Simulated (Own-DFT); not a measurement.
Si$_{3}$N$_{4}$ (beta silicon nitride, atoms displaced) (calculated)

Computed with Own-DFT development build. A calculation, not a measurement: plane-wave PBE density functional theory by an unreviewed code, no spin, of a simulated periodic cell, stress positive in tension, free energy of the whole cell less one offset for each atom, forces on such cells passed a denser k mesh, this cell's mesh not checked; offsets are fitted by least squares, one for each functional and potential file, so energies compare only between cells with the same atoms and settings and are not formation energies; the far tail of each file's local potential was reset to the Coulomb form; each entry is a single point on an unrelaxed cell, so the pressure reflects the starting lattice, mostly measured values (interpolated for alloys), from which strain is counted, and rises with the displacements; printed positions are rounded, which can move forces by about a meV/angstrom; the program, named Own-DFT, is a retired in-house code; no spin-orbit coupling.

Common to all runs: functional PBE; potential files PseudoDojo norm-conserving, scalar-relativistic, standard set; wave cutoff 42 hartree; occupations Fermi-Dirac; smearing width 0.1 eV; k mesh 3 x 3 x 3 centred on Gamma.

(1) Si$_{3}$N$_{4}$ (beta silicon nitride, atoms displaced)

```cif
# cell vector a (Å): 7.6060 0.0000 0.0000
# cell vector b (Å): -3.8030 6.5870 0.0000
# cell vector c (Å): 0.0000 0.0000 8.7270
data_Si3N4
_symmetry_space_group_name_H-M 'P 1'
_symmetry_Int_Tables_number 1
_cell_length_a 7.6060
_cell_length_b 7.6060
_cell_length_c 8.7270
_cell_angle_alpha 90.000
_cell_angle_beta 90.000
_cell_angle_gamma 120.000
_cell_volume 437.23
loop_
_atom_site_label
_atom_site_type_symbol
_atom_site_fract_x
_atom_site_fract_y
_atom_site_fract_z
_atom_site_occupancy
Si1 Si 0.17016 0.76939 0.08403 1
Si2 Si 0.22953 0.40380 0.08231 1
Si3 Si 0.59797 0.82300 0.08046 1
Si4 Si 0.82743 0.22623 0.24934 1
Si5 Si 0.76895 0.59457 0.24919 1
Si6 Si 0.40083 0.16716 0.25025 1
N1 N 0.33340 0.02939 0.07860 1
N2 N 0.97086 0.30313 0.08141 1
N3 N 0.69454 0.66520 0.08630 1
N4 N 0.66645 0.97269 0.25049 1
N5 N 0.03262 0.69957 0.24936 1
N6 N 0.30538 0.33314 0.25083 1
N7 N 0.33573 0.67062 0.08225 1
N8 N 0.67050 0.33836 0.25255 1
Si7 Si 0.16992 0.76631 0.41329 1
Si8 Si 0.23421 0.40510 0.41168 1
Si9 Si 0.59936 0.83337 0.41657 1
Si10 Si 0.82737 0.23247 0.58529 1
Si11 Si 0.77435 0.60087 0.58336 1
Si12 Si 0.40480 0.17012 0.58332 1
N9 N 0.32965 0.02804 0.41566 1
N10 N 0.96665 0.29967 0.41498 1
N11 N 0.70657 0.66710 0.41862 1
N12 N 0.66913 0.97319 0.58266 1
N13 N 0.02477 0.69271 0.58094 1
N14 N 0.30018 0.33086 0.58325 1
N15 N 0.33260 0.66381 0.41652 1
N16 N 0.66795 0.33316 0.58633 1
Si13 Si 0.17331 0.76865 0.74726 1
Si14 Si 0.23067 0.40826 0.74855 1
Si15 Si 0.59164 0.82727 0.74830 1
Si16 Si 0.82281 0.22884 0.91553 1
Si17 Si 0.77076 0.59071 0.91204 1
Si18 Si 0.40221 0.17109 0.91390 1
N17 N 0.32919 0.03185 0.74963 1
N18 N 0.96336 0.29652 0.74948 1
N19 N 0.69640 0.66554 0.74979 1
N20 N 0.67117 0.97096 0.91535 1
N21 N 0.03373 0.70017 0.91565 1
N22 N 0.29938 0.32925 0.91969 1
N23 N 0.33440 0.67090 0.74863 1
N24 N 0.66649 0.33220 0.91746 1
```

* free energy of cell above offsets: -7.254 eV
* pressure: 5.48 GPa
* stress xx: -3.91 GPa
* stress yy: -5.54 GPa
* stress zz: -6.98 GPa
* stress yz: 0.2 GPa
* stress xz: -0.35 GPa
* stress xy: -0.41 GPa

Force:
```csv
element,x (eV/Å),y (eV/Å),z (eV/Å)
Si,1.815,-0.167,-0.58
Si,0.312,1.26,0.544
Si,-1.49,0.458,0.632
Si,-1.42,1.789,-0.14
Si,0.191,-0.56,0.497
Si,1.3,1.794,-0.776
N,-0.5,-0.091,1.013
N,-0.19,-0.575,0.162
N,1.206,-0.017,-1.382
N,0.468,-1.103,-0.825
N,-1.021,-0.066,-0.468
N,-0.119,-0.666,-1.045
N,-0.238,-0.758,-0.013
N,-0.034,-1.88,-0.309
Si,1.402,-0.35,0.871
Si,-0.848,0.12,1.502
Si,-0.039,-2.066,-0.026
Si,-0.853,0.461,-1.227
Si,-1.066,-2.363,0.311
Si,0.228,1.634,-0.319
N,-0.262,-0.501,0.401
N,1.286,0.189,0.459
N,-1.981,1.753,-0.781
N,0.176,-0.503,0.279
N,1.778,1.3,0.427
N,0.036,-0.36,-0.234
N,0.064,1.048,-0.046
N,-0.507,0.139,-0.084
Si,0.085,0.029,0.092
Si,0.188,-0.411,0.365
Si,0.798,-0.17,0.167
Si,-0.008,0.599,0.425
Si,-0.707,0.175,1.25
Si,0.47,1.171,0.603
N,-0.153,-1.075,-0.418
N,1.66,0.845,0.495
N,-0.4,0.818,-0.075
N,0.137,-0.659,0.024
N,-0.899,-0.215,-0.257
N,-0.274,0.046,-1.356
N,-0.259,-0.72,-0.045
N,-0.332,-0.354,-0.113
```

(2) Si$_{3}$N$_{4}$ (beta silicon nitride, atoms displaced)

```cif
# cell vector a (Å): 7.6060 0.0000 0.0000
# cell vector b (Å): -3.8030 6.5870 0.0000
# cell vector c (Å): 0.0000 0.0000 8.7270
data_Si3N4
_symmetry_space_group_name_H-M 'P 1'
_symmetry_Int_Tables_number 1
_cell_length_a 7.6060
_cell_length_b 7.6060
_cell_length_c 8.7270
_cell_angle_alpha 90.000
_cell_angle_beta 90.000
_cell_angle_gamma 120.000
_cell_volume 437.23
loop_
_atom_site_label
_atom_site_type_symbol
_atom_site_fract_x
_atom_site_fract_y
_atom_site_fract_z
_atom_site_occupancy
Si1 Si 0.17474 0.77194 0.08310 1
Si2 Si 0.23204 0.40434 0.08398 1
Si3 Si 0.59631 0.82632 0.08438 1
Si4 Si 0.82819 0.23197 0.24893 1
Si5 Si 0.77295 0.59611 0.24829 1
Si6 Si 0.40941 0.18127 0.25355 1
N1 N 0.32761 0.02883 0.08172 1
N2 N 0.96645 0.29633 0.08322 1
N3 N 0.70030 0.66810 0.07701 1
N4 N 0.66424 0.96763 0.24935 1
N5 N 0.03134 0.69812 0.25121 1
N6 N 0.29694 0.32988 0.25262 1
N7 N 0.32856 0.66375 0.08109 1
N8 N 0.66869 0.33256 0.25178 1
Si7 Si 0.17397 0.76829 0.41838 1
Si8 Si 0.23170 0.40272 0.41981 1
Si9 Si 0.59933 0.83111 0.41571 1
Si10 Si 0.82948 0.23290 0.58332 1
Si11 Si 0.76796 0.59705 0.58385 1
Si12 Si 0.40050 0.16692 0.58513 1
N9 N 0.33246 0.03436 0.41825 1
N10 N 0.97014 0.29792 0.41786 1
N11 N 0.69944 0.66757 0.41815 1
N12 N 0.67408 0.97219 0.58364 1
N13 N 0.04021 0.70577 0.58485 1
N14 N 0.30205 0.33498 0.58250 1
N15 N 0.33646 0.67053 0.41530 1
N16 N 0.66328 0.33516 0.57968 1
Si13 Si 0.17325 0.77503 0.75082 1
Si14 Si 0.23375 0.40897 0.75097 1
Si15 Si 0.59592 0.82462 0.75106 1
Si16 Si 0.82553 0.22672 0.91301 1
Si17 Si 0.76084 0.59047 0.91374 1
Si18 Si 0.40455 0.17528 0.92028 1
N17 N 0.33323 0.03144 0.75158 1
N18 N 0.97026 0.29915 0.75117 1
N19 N 0.70008 0.66405 0.74933 1
N20 N 0.66512 0.96540 0.91796 1
N21 N 0.03519 0.70285 0.91918 1
N22 N 0.29670 0.33164 0.91705 1
N23 N 0.33518 0.66507 0.74680 1
N24 N 0.66937 0.33171 0.91757 1
```

- free energy of cell above offsets: -7.346 eV
- pressure: 5.62 GPa
- stress xx: -3.12 GPa
- stress yy: -5.21 GPa
- stress zz: -8.54 GPa
- stress yz: 0.5 GPa
- stress xz: 0.35 GPa
- stress xy: 0.14 GPa

Force:
```csv
element,x (eV/Å),y (eV/Å),z (eV/Å)
Si,0.6,-0.867,0.39
Si,-1.116,0.507,0.267
Si,-1.106,-1.153,-0.253
Si,-0.375,-0.236,0.324
Si,-0.545,-0.514,0.169
Si,0.17,-1.001,-0.675
N,0.014,1.227,1.383
N,0.736,0.053,-0.415
N,-0.371,0.296,1.732
N,0.577,0.901,-0.084
N,-0.119,0.356,-0.099
N,0.493,-0.205,-0.52
N,0.951,0.597,0.247
N,-0.223,0.605,-0.251
Si,1.089,0.479,-0.674
Si,-0.681,1.665,-0.576
Si,-0.559,-1.217,0.55
Si,-1.4,0.365,0.149
Si,1.393,-0.917,-0.596
Si,0.273,2.129,-0.152
N,-0.256,-1.088,-0.541
N,0.13,0.059,-0.494
N,-0.178,0.728,-0.956
N,0.141,-0.315,0.342
N,-2.307,-0.94,-0.126
N,0.767,-1.065,1.149
N,0.134,-0.641,0.081
N,1.123,-0.403,0.404
Si,1.741,-1.143,0.837
Si,-0.245,-0.076,-0.525
Si,-0.524,-0.328,-0.551
Si,-0.418,0.326,1.152
Si,2.524,-0.243,0.419
Si,0.464,0.349,-0.741
N,-0.265,0.338,0.449
N,0.333,0.058,-0.496
N,-1.149,1.145,-0.08
N,0.373,0.556,-0.466
N,-1.759,-0.63,-0.961
N,1.119,-0.67,0.058
N,-0.726,1.108,0.229
N,-0.822,-0.193,-0.098
```

(3) Si$_{3}$N$_{4}$ (beta silicon nitride, atoms displaced)

```cif
# cell vector a (Å): 7.6060 0.0000 0.0000
# cell vector b (Å): -3.8030 6.5870 0.0000
# cell vector c (Å): 0.0000 0.0000 8.7270
data_Si3N4
_symmetry_space_group_name_H-M 'P 1'
_symmetry_Int_Tables_number 1
_cell_length_a 7.6060
_cell_length_b 7.6060
_cell_length_c 8.7270
_cell_angle_alpha 90.000
_cell_angle_beta 90.000
_cell_angle_gamma 120.000
_cell_volume 437.23
loop_
_atom_site_label
_atom_site_type_symbol
_atom_site_fract_x
_atom_site_fract_y
_atom_site_fract_z
_atom_site_occupancy
Si1 Si 0.17252 0.76331 0.08402 1
Si2 Si 0.23149 0.40383 0.08186 1
Si3 Si 0.59765 0.82610 0.08086 1
Si4 Si 0.83013 0.23247 0.25498 1
Si5 Si 0.77115 0.59721 0.24967 1
Si6 Si 0.40517 0.17453 0.25075 1
N1 N 0.33244 0.02986 0.08266 1
N2 N 0.96783 0.29819 0.08450 1
N3 N 0.70114 0.66854 0.08561 1
N4 N 0.67406 0.97442 0.24905 1
N5 N 0.02820 0.69648 0.24867 1
N6 N 0.30298 0.33533 0.24828 1
N7 N 0.33625 0.67111 0.08513 1
N8 N 0.66962 0.33504 0.25020 1
Si7 Si 0.17414 0.76854 0.41941 1
Si8 Si 0.22918 0.40269 0.41653 1
Si9 Si 0.59741 0.82537 0.41668 1
Si10 Si 0.82700 0.23302 0.58420 1
Si11 Si 0.76738 0.59555 0.58369 1
Si12 Si 0.40344 0.17475 0.58471 1
N9 N 0.32929 0.03190 0.41996 1
N10 N 0.96538 0.29862 0.41766 1
N11 N 0.69801 0.67024 0.41391 1
N12 N 0.66835 0.96997 0.58049 1
N13 N 0.03145 0.70085 0.58335 1
N14 N 0.30335 0.33281 0.58102 1
N15 N 0.33562 0.66996 0.41843 1
N16 N 0.66529 0.33452 0.58577 1
Si13 Si 0.17809 0.77217 0.75021 1
Si14 Si 0.23018 0.40509 0.74850 1
Si15 Si 0.59721 0.82748 0.74716 1
Si16 Si 0.82952 0.23156 0.91436 1
Si17 Si 0.76861 0.59977 0.91367 1
Si18 Si 0.40499 0.17003 0.91412 1
N17 N 0.33169 0.03326 0.75340 1
N18 N 0.96781 0.30352 0.74833 1
N19 N 0.70237 0.66830 0.75082 1
N20 N 0.66907 0.97307 0.91899 1
N21 N 0.02966 0.69554 0.91511 1
N22 N 0.30140 0.33317 0.91271 1
N23 N 0.33204 0.66756 0.74634 1
N24 N 0.66682 0.33332 0.91223 1
```

* free energy of cell above offsets: -7.521 eV
* pressure: 5.31 GPa
* stress xx: -5.01 GPa
* stress yy: -3.94 GPa
* stress zz: -6.98 GPa
* stress yz: 0.02 GPa
* stress xz: -0.36 GPa
* stress xy: 0.45 GPa

Force:
```csv
element,x (eV/Å),y (eV/Å),z (eV/Å)
Si,-0.029,0.814,-0.383
Si,-0.493,0.891,-0.228
Si,-0.547,0.292,1.226
Si,-1.56,-0.057,-1.857
Si,-0.029,-1.2,0.117
Si,0.802,0.266,-0.286
N,-0.49,-0.309,0.256
N,0.845,0.348,-0.245
N,-0.388,0.498,-1.142
N,0.118,-1.148,0.278
N,0.671,0.59,0.85
N,0.149,-0.609,0.451
N,0.514,-1.166,-0.255
N,-0.388,-0.14,0.187
Si,0.308,0.069,-0.961
Si,-0.166,1.247,-0.399
Si,-1.097,0.468,-1.072
Si,-1.316,-0.125,-0.208
Si,0.593,-0.493,-0.675
Si,0.873,0.232,0.029
N,-0.211,-0.281,-0.6
N,1.599,0.683,0.813
N,0.859,-0.27,0.888
N,0.396,0.401,0.743
N,-0.606,-0.042,0.391
N,-0.633,-0.031,0.562
N,-0.094,-0.887,-0.113
N,0.241,-0.142,-0.242
Si,-0.432,-0.568,0.056
Si,-0.071,0.632,-0.24
Si,-0.663,-0.206,0.73
Si,-1.466,0.67,1.075
Si,1.249,-1.894,1.52
Si,0.353,1.696,1.647
N,-0.249,-1.013,-1.628
N,1.124,-0.036,-0.007
N,-1.454,1.267,-0.903
N,0.462,-0.802,-1.503
N,0,0.433,0.167
N,0.261,-0.488,0.52
N,0.937,0.065,0.214
N,0.026,0.344,0.23
```

(4) Si$_{3}$N$_{4}$ (beta silicon nitride, atoms displaced)

```cif
# cell vector a (Å): 7.6060 0.0000 0.0000
# cell vector b (Å): -3.8030 6.5870 0.0000
# cell vector c (Å): 0.0000 0.0000 8.7270
data_Si3N4
_symmetry_space_group_name_H-M 'P 1'
_symmetry_Int_Tables_number 1
_cell_length_a 7.6060
_cell_length_b 7.6060
_cell_length_c 8.7270
_cell_angle_alpha 90.000
_cell_angle_beta 90.000
_cell_angle_gamma 120.000
_cell_volume 437.23
loop_
_atom_site_label
_atom_site_type_symbol
_atom_site_fract_x
_atom_site_fract_y
_atom_site_fract_z
_atom_site_occupancy
Si1 Si 0.16716 0.76652 0.08286 1
Si2 Si 0.22906 0.40572 0.08514 1
Si3 Si 0.59948 0.82757 0.08458 1
Si4 Si 0.82633 0.23158 0.24988 1
Si5 Si 0.77171 0.59378 0.25239 1
Si6 Si 0.40463 0.16897 0.24798 1
N1 N 0.34074 0.03539 0.07575 1
N2 N 0.96729 0.29812 0.08659 1
N3 N 0.69777 0.66701 0.08068 1
N4 N 0.67364 0.96983 0.24720 1
N5 N 0.03136 0.69882 0.24903 1
N6 N 0.30130 0.33029 0.24928 1
N7 N 0.33389 0.67041 0.08360 1
N8 N 0.66868 0.33651 0.25075 1
Si7 Si 0.17783 0.77522 0.41851 1
Si8 Si 0.23019 0.40287 0.41671 1
Si9 Si 0.59788 0.82971 0.41773 1
Si10 Si 0.82741 0.22956 0.58029 1
Si11 Si 0.77054 0.59633 0.58011 1
Si12 Si 0.41080 0.17720 0.58245 1
N9 N 0.32844 0.03317 0.41345 1
N10 N 0.97240 0.30396 0.41737 1
N11 N 0.70355 0.67169 0.41541 1
N12 N 0.67142 0.97173 0.58333 1
N13 N 0.03364 0.70390 0.58452 1
N14 N 0.30324 0.33514 0.58416 1
N15 N 0.33701 0.67020 0.41690 1
N16 N 0.66990 0.33496 0.58298 1
Si13 Si 0.16983 0.77050 0.74609 1
Si14 Si 0.23407 0.40821 0.74820 1
Si15 Si 0.59948 0.82713 0.75137 1
Si16 Si 0.82202 0.22784 0.91487 1
Si17 Si 0.76799 0.59106 0.91942 1
Si18 Si 0.40211 0.17210 0.91497 1
N17 N 0.33077 0.03105 0.75235 1
N18 N 0.96588 0.29854 0.74852 1
N19 N 0.69638 0.66218 0.75090 1
N20 N 0.67155 0.97050 0.91794 1
N21 N 0.02982 0.70402 0.91802 1
N22 N 0.30061 0.33586 0.91662 1
N23 N 0.33696 0.66496 0.74894 1
N24 N 0.66390 0.33206 0.91400 1
```

- free energy of cell above offsets: -7.425 eV
- pressure: 5.5 GPa
- stress xx: -3.36 GPa
- stress yy: -5.9 GPa
- stress zz: -7.26 GPa
- stress yz: -0.01 GPa
- stress xz: 0.21 GPa
- stress xy: -0.78 GPa

Force:
```csv
element,x (eV/Å),y (eV/Å),z (eV/Å)
Si,2.133,0.956,-0.299
Si,0.211,0.837,-0.52
Si,-1.12,-0.968,-0.713
Si,-0.398,0.249,0.253
Si,-0.834,0.115,-1.168
Si,0.089,1.655,-1.05
N,-0.722,-1.853,2.192
N,0.142,0.151,-1.188
N,0.41,0.077,1.385
N,0.013,0.438,1.283
N,-0.171,0.411,0.922
N,0.064,-0.376,0.286
N,0.004,-0.288,0.121
N,0.061,-1.089,0.117
Si,0.719,-1.25,-0.748
Si,0.497,1.262,-0.198
Si,-0.23,-0.758,-0.594
Si,-0.486,0.77,0.84
Si,-0.17,-0.477,1.139
Si,-0.49,0.198,0.446
N,0.164,-0.061,0.952
N,-0.261,-0.432,-0.501
N,-0.312,0.453,0.206
N,0.155,-0.35,0.063
N,-0.927,-0.261,-1.249
N,0.681,-0.898,-0.594
N,-0.363,-0.306,0.017
N,0.124,-0.107,-0.334
Si,2.194,-0.299,2.046
Si,-0.696,-0.17,0.785
Si,-0.529,-0.826,-0.002
Si,0.022,1.002,0.489
Si,-0.277,-0.24,-0.939
Si,-0.066,1.885,-0.279
N,-0.15,-0.194,-1.64
N,0.936,0.356,0.045
N,0.116,0.713,-0.5
N,0.22,-0.454,-0.304
N,-0.208,-0.206,-0.907
N,0.393,-0.842,0.066
N,-1.395,1.384,-0.083
N,0.455,-0.206,0.158
```

(5) Si$_{3}$N$_{4}$ (beta silicon nitride, atoms displaced)

```cif
# cell vector a (Å): 7.6060 0.0000 0.0000
# cell vector b (Å): -3.8030 6.5870 0.0000
# cell vector c (Å): 0.0000 0.0000 8.7270
data_Si3N4
_symmetry_space_group_name_H-M 'P 1'
_symmetry_Int_Tables_number 1
_cell_length_a 7.6060
_cell_length_b 7.6060
_cell_length_c 8.7270
_cell_angle_alpha 90.000
_cell_angle_beta 90.000
_cell_angle_gamma 120.000
_cell_volume 437.23
loop_
_atom_site_label
_atom_site_type_symbol
_atom_site_fract_x
_atom_site_fract_y
_atom_site_fract_z
_atom_site_occupancy
Si1 Si 0.17343 0.77199 0.08242 1
Si2 Si 0.23113 0.40413 0.08540 1
Si3 Si 0.59975 0.83086 0.08116 1
Si4 Si 0.82190 0.22839 0.25129 1
Si5 Si 0.77395 0.59643 0.25192 1
Si6 Si 0.40573 0.17515 0.25117 1
N1 N 0.33701 0.03244 0.08152 1
N2 N 0.97033 0.30279 0.08155 1
N3 N 0.70366 0.67240 0.08063 1
N4 N 0.66053 0.96482 0.25057 1
N5 N 0.02674 0.69689 0.24844 1
N6 N 0.29823 0.32935 0.24703 1
N7 N 0.33340 0.66429 0.07709 1
N8 N 0.67013 0.33414 0.25048 1
Si7 Si 0.17553 0.77181 0.41680 1
Si8 Si 0.22961 0.40442 0.41382 1
Si9 Si 0.59724 0.83135 0.41469 1
Si10 Si 0.82251 0.22913 0.57999 1
Si11 Si 0.76505 0.59358 0.58508 1
Si12 Si 0.40182 0.17821 0.58436 1
N9 N 0.32808 0.03211 0.41867 1
N10 N 0.96374 0.30082 0.41369 1
N11 N 0.70252 0.66879 0.41981 1
N12 N 0.66361 0.96738 0.58534 1
N13 N 0.03106 0.69648 0.58580 1
N14 N 0.30194 0.33351 0.57988 1
N15 N 0.33543 0.66654 0.41948 1
N16 N 0.66506 0.33319 0.58505 1
Si13 Si 0.17711 0.77150 0.74729 1
Si14 Si 0.23232 0.40448 0.74793 1
Si15 Si 0.59389 0.82223 0.74817 1
Si16 Si 0.82151 0.22664 0.91515 1
Si17 Si 0.77564 0.59617 0.92212 1
Si18 Si 0.40656 0.17547 0.91869 1
N17 N 0.32901 0.02752 0.75290 1
N18 N 0.96800 0.29651 0.74658 1
N19 N 0.69875 0.67175 0.75112 1
N20 N 0.66974 0.97462 0.91428 1
N21 N 0.03124 0.69194 0.92019 1
N22 N 0.29700 0.32916 0.91429 1
N23 N 0.33445 0.66777 0.74981 1
N24 N 0.66115 0.32859 0.91806 1
```

- free energy of cell above offsets: -7.335 eV
- pressure: 5.58 GPa
- stress xx: -5.25 GPa
- stress yy: -5.76 GPa
- stress zz: -5.72 GPa
- stress yz: -0.17 GPa
- stress xz: -0.69 GPa
- stress xy: 0.05 GPa

Force:
```csv
element,x (eV/Å),y (eV/Å),z (eV/Å)
Si,1.595,-0.724,0.308
Si,-0.648,0.727,-1.825
Si,-1.056,-1.388,-0.506
Si,0.29,0.299,-1.546
Si,-1.45,-0.651,-0.294
Si,0.636,0.162,-0.4
N,-0.543,-0.449,1.188
N,-0.456,-0.823,0.667
N,-0.096,0.298,1.526
N,0.528,1.407,-0.65
N,1.55,1.216,0.514
N,0.445,-0.404,0.997
N,-0.005,0.991,0.648
N,-1.254,-0.096,0.062
Si,0.252,-1.019,0.211
Si,-0.512,0.648,0.137
Si,0.003,-1.901,1.386
Si,-0.261,0.252,1.063
Si,0.925,-0.098,0.514
Si,1.362,-0.789,0.591
N,-0.093,0.077,-0.404
N,1.368,0.095,0.483
N,-0.794,0.809,-1.011
N,0.358,0.616,-1.116
N,-0.715,0.056,-0.866
N,-0.528,-0.03,0.146
N,-0.593,0.088,-0.474
N,-0.314,-0.194,-0.099
Si,0.27,-1.13,1.17
Si,-0.98,0.658,0.343
Si,-0.909,0.51,0.762
Si,0.388,1.87,-0.203
Si,-0.87,-1.115,-1.688
Si,-0.584,0.013,-0.852
N,-0.316,1.225,-0.675
N,0.12,0.032,0.086
N,1.401,-0.682,0.563
N,0.197,-1.8,0.154
N,-0.075,0.646,-1.324
N,0.443,-0.398,0.588
N,-0.029,-0.493,-0.13
N,0.949,1.489,-0.047
```

(6) Si$_{3}$N$_{4}$ (beta silicon nitride, atoms displaced)

```cif
# cell vector a (Å): 7.6060 0.0000 0.0000
# cell vector b (Å): -3.8030 6.5870 0.0000
# cell vector c (Å): 0.0000 0.0000 8.7270
data_Si3N4
_symmetry_space_group_name_H-M 'P 1'
_symmetry_Int_Tables_number 1
_cell_length_a 7.6060
_cell_length_b 7.6060
_cell_length_c 8.7270
_cell_angle_alpha 90.000
_cell_angle_beta 90.000
_cell_angle_gamma 120.000
_cell_volume 437.23
loop_
_atom_site_label
_atom_site_type_symbol
_atom_site_fract_x
_atom_site_fract_y
_atom_site_fract_z
_atom_site_occupancy
Si1 Si 0.17300 0.76774 0.08521 1
Si2 Si 0.23008 0.40468 0.08191 1
Si3 Si 0.59720 0.82696 0.08342 1
Si4 Si 0.82957 0.23147 0.25285 1
Si5 Si 0.76280 0.59338 0.24800 1
Si6 Si 0.40003 0.16979 0.24823 1
N1 N 0.33244 0.02974 0.08434 1
N2 N 0.97229 0.29967 0.08526 1
N3 N 0.70308 0.66993 0.08220 1
N4 N 0.67266 0.96657 0.25316 1
N5 N 0.03658 0.70178 0.24765 1
N6 N 0.29486 0.32740 0.25260 1
N7 N 0.33990 0.67105 0.08067 1
N8 N 0.66224 0.32505 0.25241 1
Si7 Si 0.17275 0.76487 0.41608 1
Si8 Si 0.22852 0.40120 0.41892 1
Si9 Si 0.59513 0.83044 0.41610 1
Si10 Si 0.82906 0.23161 0.58091 1
Si11 Si 0.76872 0.59294 0.57972 1
Si12 Si 0.39992 0.16839 0.57896 1
N9 N 0.33129 0.03320 0.41452 1
N10 N 0.96912 0.30273 0.41735 1
N11 N 0.69993 0.66305 0.41451 1
N12 N 0.66425 0.96498 0.58191 1
N13 N 0.03000 0.70354 0.58420 1
N14 N 0.29977 0.33017 0.57815 1
N15 N 0.32686 0.65921 0.41739 1
N16 N 0.66706 0.33803 0.57932 1
Si13 Si 0.17359 0.76744 0.75127 1
Si14 Si 0.22693 0.40293 0.75053 1
Si15 Si 0.59595 0.82479 0.74958 1
Si16 Si 0.82776 0.23117 0.91250 1
Si17 Si 0.77251 0.60000 0.91910 1
Si18 Si 0.40398 0.17615 0.92018 1
N17 N 0.33665 0.03349 0.74628 1
N18 N 0.96766 0.30427 0.74633 1
N19 N 0.70160 0.67084 0.75124 1
N20 N 0.66935 0.96736 0.91711 1
N21 N 0.02781 0.69458 0.91959 1
N22 N 0.30068 0.33256 0.91891 1
N23 N 0.33430 0.66432 0.75216 1
N24 N 0.66389 0.33425 0.91767 1
```

* free energy of cell above offsets: -7.192 eV
* pressure: 5.68 GPa
* stress xx: -4.53 GPa
* stress yy: -3.85 GPa
* stress zz: -8.67 GPa
* stress yz: 0.42 GPa
* stress xz: 0.04 GPa
* stress xy: -0.3 GPa

Force:
```csv
element,x (eV/Å),y (eV/Å),z (eV/Å)
Si,1.361,0.057,-0.805
Si,0.255,1.099,1.223
Si,-0.108,-0.145,0.195
Si,-1.239,-0.169,-0.874
Si,1.951,-1.29,0.301
Si,0.457,1.16,0.46
N,-0.439,-0.46,-0.65
N,-0.7,-0.408,-0.825
N,-0.812,0.623,0.437
N,0.145,0.911,-1.047
N,-2.006,-0.921,0.842
N,0.317,-0.19,-0.955
N,-0.792,-0.862,0.223
N,0.128,1.2,-0.425
Si,0.167,0.56,0.255
Si,-0.112,0.758,-1.026
Si,-0.015,-2.677,0.243
Si,-2.326,-0.206,0.039
Si,-0.239,0.157,1.082
Si,0.984,1.842,0.596
N,-0.136,-2.021,-0.122
N,0.492,-0.158,0.036
N,-1.637,1.52,0.13
N,0.434,1.41,0.482
N,0.296,0.065,-0.163
N,-0.036,-0.526,2.092
N,0.851,1.344,-0.015
N,0.612,-1.902,0.273
Si,0.471,0.307,-0.089
Si,1.126,0.586,-0.648
Si,-0.444,-0.504,0.236
Si,-1.431,0.147,1.458
Si,-0.261,-1.606,-1.175
Si,0.924,-0.186,-1.206
N,-0.577,-0.86,1.364
N,0.689,-0.243,0.462
N,0.336,0.044,-0.511
N,0.357,0.942,-0.375
N,0.839,0.78,-0.495
N,-0.21,-0.485,-0.867
N,-0.594,0.131,-0.147
N,0.923,0.176,-0.009
```

(7) Si$_{3}$N$_{4}$ (beta silicon nitride, atoms displaced)

```cif
# cell vector a (Å): 7.6060 0.0000 0.0000
# cell vector b (Å): -3.8030 6.5870 0.0000
# cell vector c (Å): 0.0000 0.0000 8.7270
data_Si3N4
_symmetry_space_group_name_H-M 'P 1'
_symmetry_Int_Tables_number 1
_cell_length_a 7.6060
_cell_length_b 7.6060
_cell_length_c 8.7270
_cell_angle_alpha 90.000
_cell_angle_beta 90.000
_cell_angle_gamma 120.000
_cell_volume 437.23
loop_
_atom_site_label
_atom_site_type_symbol
_atom_site_fract_x
_atom_site_fract_y
_atom_site_fract_z
_atom_site_occupancy
Si1 Si 0.16889 0.76865 0.07841 1
Si2 Si 0.22860 0.40244 0.08137 1
Si3 Si 0.59386 0.82177 0.08256 1
Si4 Si 0.82800 0.23115 0.25098 1
Si5 Si 0.76719 0.59428 0.24904 1
Si6 Si 0.40388 0.17147 0.24825 1
N1 N 0.32967 0.02921 0.08357 1
N2 N 0.96387 0.29315 0.08310 1
N3 N 0.69959 0.66469 0.08427 1
N4 N 0.67073 0.96977 0.24830 1
N5 N 0.03069 0.70138 0.25152 1
N6 N 0.30599 0.33733 0.24974 1
N7 N 0.33450 0.66844 0.07719 1
N8 N 0.66245 0.33428 0.25213 1
Si7 Si 0.17268 0.77211 0.41679 1
Si8 Si 0.23001 0.40559 0.42080 1
Si9 Si 0.59689 0.82725 0.41642 1
Si10 Si 0.82123 0.22799 0.58589 1
Si11 Si 0.76515 0.59288 0.57933 1
Si12 Si 0.40082 0.17412 0.58156 1
N9 N 0.32900 0.02707 0.41844 1
N10 N 0.97294 0.30334 0.41483 1
N11 N 0.70234 0.67363 0.41873 1
N12 N 0.66705 0.96495 0.58143 1
N13 N 0.03195 0.69953 0.58576 1
N14 N 0.30088 0.33724 0.58151 1
N15 N 0.33214 0.66675 0.41480 1
N16 N 0.66968 0.33187 0.58356 1
Si13 Si 0.17758 0.77633 0.75156 1
Si14 Si 0.23333 0.40550 0.74786 1
Si15 Si 0.59602 0.82514 0.75002 1
Si16 Si 0.82489 0.23020 0.91395 1
Si17 Si 0.77382 0.60058 0.92004 1
Si18 Si 0.40327 0.16927 0.91749 1
N17 N 0.32665 0.02824 0.75171 1
N18 N 0.97431 0.30584 0.75194 1
N19 N 0.70027 0.67081 0.75021 1
N20 N 0.67297 0.96695 0.91533 1
N21 N 0.02922 0.69780 0.91699 1
N22 N 0.30382 0.33209 0.91780 1
N23 N 0.33496 0.66692 0.74806 1
N24 N 0.66539 0.33344 0.91584 1
```

* free energy of cell above offsets: -7.358 eV
* pressure: 5.47 GPa
* stress xx: -4.11 GPa
* stress yy: -5.72 GPa
* stress zz: -6.57 GPa
* stress yz: -0.68 GPa
* stress xz: -0.7 GPa
* stress xy: -0.24 GPa

Force:
```csv
element,x (eV/Å),y (eV/Å),z (eV/Å)
Si,1.696,-0.312,1.934
Si,-0.225,0.818,0.556
Si,-0.34,0.348,-0.019
Si,-1.138,0.221,-0.185
Si,0.389,-0.361,0.983
Si,-0.226,0.823,0.677
N,-0.235,-0.401,-0.212
N,0.797,0.593,-0.285
N,-0.743,0.942,-0.024
N,0.092,-0.225,0.229
N,-0.502,-0.052,-0.919
N,-0.124,-0.684,0.303
N,-0.734,-0.596,0.231
N,1.244,-0.514,-0.03
Si,0.942,-1.494,0.457
Si,-0.15,1.253,-2.317
Si,-1.192,-0.692,-0.637
Si,1.258,0.381,-0.652
Si,1.13,0.098,1.703
Si,0.98,0.401,0.484
N,-0.246,1.288,-0.528
N,-0.86,-0.832,1.088
N,0.172,-0.21,-1.101
N,0.191,1.266,0.759
N,-0.761,0.04,-0.339
N,1.538,-1.38,0.765
N,0.163,0.434,0.058
N,-1.865,-0.122,-0.063
Si,0.593,-2.57,-0.722
Si,-0.243,1.004,1.308
Si,-0.507,-0.518,-0.214
Si,-0.452,0.109,0.68
Si,-0.782,-1.786,-1.521
Si,0.312,1.594,0.107
N,-0.033,1.601,-0.635
N,-0.472,-0.802,-0.774
N,0.735,-0.368,-0.05
N,-0.05,0.424,0.17
N,0.047,0.426,-0.634
N,-0.14,-0.472,-0.782
N,-0.53,0.346,0.158
N,0.272,-0.019,-0.006
```
